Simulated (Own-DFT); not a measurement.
# What a defect does to the pressure of its cell: D0_22 TiAl3

The numbers are computed, not measured, by runs of the plane-wave DFT program Own-DFT (in-house, retired, unreviewed) at fixed positions, with no spin and no spin-orbit coupling.

Method: PBE; PseudoDojo norm-conserving scalar-relativistic files; cutoff 42 hartree; 4 x 4 x 4 k mesh centred on Gamma; cold (Marzari-Vanderbilt) smearing of 0.2 eV.

Keep in mind: forces on such cells failed a check on a denser k mesh; stress not checked against mesh or cutoff.

All runs share one cell, with vectors in Å (-2.365, -6.981, 4.326); (-7.667, 3.491, 1.442); (-2.950, -3.488, -7.241) and a volume of 625.4 Å³. u is the rms random offset of the atoms per axis. The defect's site can differ from row to row.

```
cell,formula,u (Å),P (GPa)
no defect,Al30Ti10,0.0209,1.98
no defect,Al30Ti10,0.0471,2.57
no defect,Al30Ti10,0.0546,2.68
two Ti on an Al site each,Al28Ti12,0.0287,3.30
two Ti on an Al site each,Al28Ti12,0.0458,3.72
two Ti on an Al site each,Al28Ti12,0.0519,3.73
one Ti vacancy,Al30Ti9,0.0291,1.87
one Ti vacancy,Al30Ti9,0.0492,2.27
one Ti vacancy,Al30Ti9,0.0493,2.40
two Al on a Ti site each,Al32Ti8,0.0286,2.89
two Al on a Ti site each,Al32Ti8,0.0287,2.89
two Al on a Ti site each,Al32Ti8,0.0464,3.36
two Al on a Ti site each,Al32Ti8,0.0516,?
two Al vacancies,Al28Ti10,0.0261,1.02
two Al vacancies,Al28Ti10,0.0315,1.14
two Al vacancies,Al28Ti10,0.0514,1.60
```

## Worked fit

P = P0 + c u² + a shift for each defect gives P0 = 1.87 GPa, c = 290 ± 19 GPa/Å² and a scatter of 0.06 GPa. The shifts, and each times the cell's volume:

- two Ti on an Al site each: 1.18 ± 0.05 GPa, 4.6 eV (2.3 eV for each of its 2 sites)
- two Al on a Ti site each: 0.82 ± 0.05 GPa, 3.2 eV (1.6 eV for each of its 2 sites)
- one Ti vacancy: -0.24 ± 0.05 GPa, -0.9 eV
- two Al vacancies: -1.03 ± 0.05 GPa, -4.0 eV (-2.0 eV for each of its 2 sites)

A positive shift means that the defect pushes the cell outwards. Shift times volume (160.2 GPa Å³ is 1 eV) depends little on the cell's size, so, taken for each site, it can be compared between cells at like pressure. The atoms around the defects weren't relaxed, which would change these numbers.

## Test on the hidden row

Question: what pressure belongs in the blank (two Al on a Ti site each, u = 0.0516 Å)?

From the fit: 3.45 ± 0.07 GPa. Computed: 3.34 GPa.
